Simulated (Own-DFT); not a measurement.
# Stretching a layer in its plane: grey tin, 32 atoms (Sn32)

The numbers are computed, not measured, by runs of the plane-wave DFT program Own-DFT (in-house, retired, unreviewed) at fixed positions, with no spin and no spin-orbit coupling.

Settings: PBE; PseudoDojo norm-conserving scalar-relativistic files; cutoff 42 hartree; 3 x 3 x 5 k mesh centred on Gamma; cold (Marzari-Vanderbilt) smearing of 0.2 eV.

Limits: forces on such cells failed a check on a denser k mesh; stress not checked against mesh or cutoff.

Unstrained cell vectors in Å: (12.978, 0.000, 0.000); (0.000, 12.978, 0.000); (0.000, 0.000, 6.489). The unstrained cell has measured lattice constants (interpolated for alloys), not those of this functional. That, the random moves and any unrelaxed bonds set the pressure at no strain. Each run strains x and y alike by e, as a substrate would, and holds the height along z. Each atom got a random Gaussian move of width 0.05 Å along each axis. Stress is positive in tension.

| e (%) | u (Å) | (s_xx + s_yy)/2 (GPa) | s_zz (GPa) |
|---|---|---|---|
| -2.50 | 0.050 | -6.78 | -6.17 |
| -2.00 | 0.054 | -6.17 | -5.61 |
| -1.50 | 0.048 | -5.42 | -5.00 |
| -1.00 | 0.047 | ? | ? |
| -0.50 | 0.051 | -4.32 | -4.25 |
| 0.25 | 0.056 | -3.48 | -3.55 |
| 1.25 | 0.051 | -2.32 | -2.61 |
| 2.25 | 0.051 | -1.37 | -1.91 |
| 2.50 | 0.048 | -1.11 | -1.72 |
| 3.00 | 0.049 | -0.56 | -1.36 |

## Worked fit

With e as a fraction, the in-plane stress is -3.7 + 114 e - 309 e² GPa (errors 1 and 64, scatter 0.05), and s_zz is -3.7 + 88 e - 314 e² GPa (slope ± 1, scatter 0.07). At e = 0 the first slope is C11 + C12 and the second 2 C12, both with the ions held to the strained lattice and at the cell's own pressure. The term in e² is negative: the layer stiffens under compression and softens under tension. A free layer would change its height as e changes, and the in-plane slope would drop by 2 C12²/C11 to the biaxial modulus. At fixed height, a misfit of 1 % moves the in-plane stress by about 1.1 GPa and s_zz by 0.9 GPa.

## Check

The question: what are the two stresses at e = -1.00 %?

The fit gives -4.9 and -4.6 GPa. The hidden result is -4.81 and -4.49 GPa.
